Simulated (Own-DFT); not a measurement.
# What random displacements cost in zincblende GaP, 96 atoms (Ga48P48)

Calculated results; nothing here was measured. They come from Own-DFT, an in-house plane-wave density functional program, since retired, whose code no person has reviewed. Each row is one single-point run on a periodic cell that was not relaxed, without spin or spin-orbit coupling.

Settings of every run: PBE; PseudoDojo norm-conserving scalar-relativistic files; cutoff 42 hartree; 2 x 3 x 3 k mesh centred on Gamma; Fermi-Dirac smearing of 0.1 eV.

Known limits, some of them of some rows only: some atoms lie very close together; forces on such cells moved up to 12 meV/angstrom on a denser k mesh; forces on such cells passed a denser k mesh, each cell not checked; stress not checked against mesh or cutoff.

Cell vectors in Å: (16.352, 0.000, 0.000); (0.000, 10.901, 0.000); (0.000, 0.000, 10.901). In each run every atom was moved at random and independently from its ideal site; u is the rms move along one axis. E is the free energy for each atom above the fitted value at u = 0, and F the rms of the force components.

| run | u (Å) | E (meV/atom) | F (eV/Å) | largest force (eV/Å) | P (GPa) |
|---|---|---|---|---|---|
| 1 | 0.0180 | 6.6 | 0.249 | 0.90 | 2.70 |
| 2 | 0.0193 | 7.5 | 0.269 | 1.10 | 2.71 |
| 3 | 0.0486 | 43.2 | 0.698 | 2.48 | 3.24 |
| 4 | 0.0496 | 39.9 | 0.633 | 1.82 | 3.15 |
| 5 | 0.0505 | ? | ? | ? | ? |
| 6 | 0.0950 | 188.9 | 1.635 | 7.22 | 5.42 |
| 7 | 0.1045 | 215.2 | 1.983 | 11.60 | 5.76 |
| 8 | 0.1550 | 446.4 | 3.292 | 25.64 | 9.05 |
| 9 | 0.2009 | 636.7 | 3.461 | 17.16 | 11.84 |

## Worked fit

For small independent moves the energy grows as E = (3/2) K u², with K the mean stiffness felt by one atom. The runs with u up to 0.11 Å give K = 12.7 ± 0.7 eV/Å², with residuals divided by u² + 0.0006 Å², since the noise grows with the moves. The scatter is 4.7 meV/atom at u = 0.05 Å. The forces follow F = G u with G = 15.3 eV/Å²; no force at u = 0 is resolved. G exceeds K because the moves of its neighbours add to the force on an atom, and stiffness differs between atoms. At u = 0.201 Å the parabola gives 771 meV/atom and the run 637. The pressure follows P = 2.55 + 302 u² GPa: at fixed volume, shortened bonds push harder than stretched ones pull.

## Withheld run

Question: what energy and rms force should run 5 give?

The fit gives 49 ± 5 meV/atom and about 0.77 eV/Å. The calculation gave 49.2 meV/atom and 0.789 eV/Å.
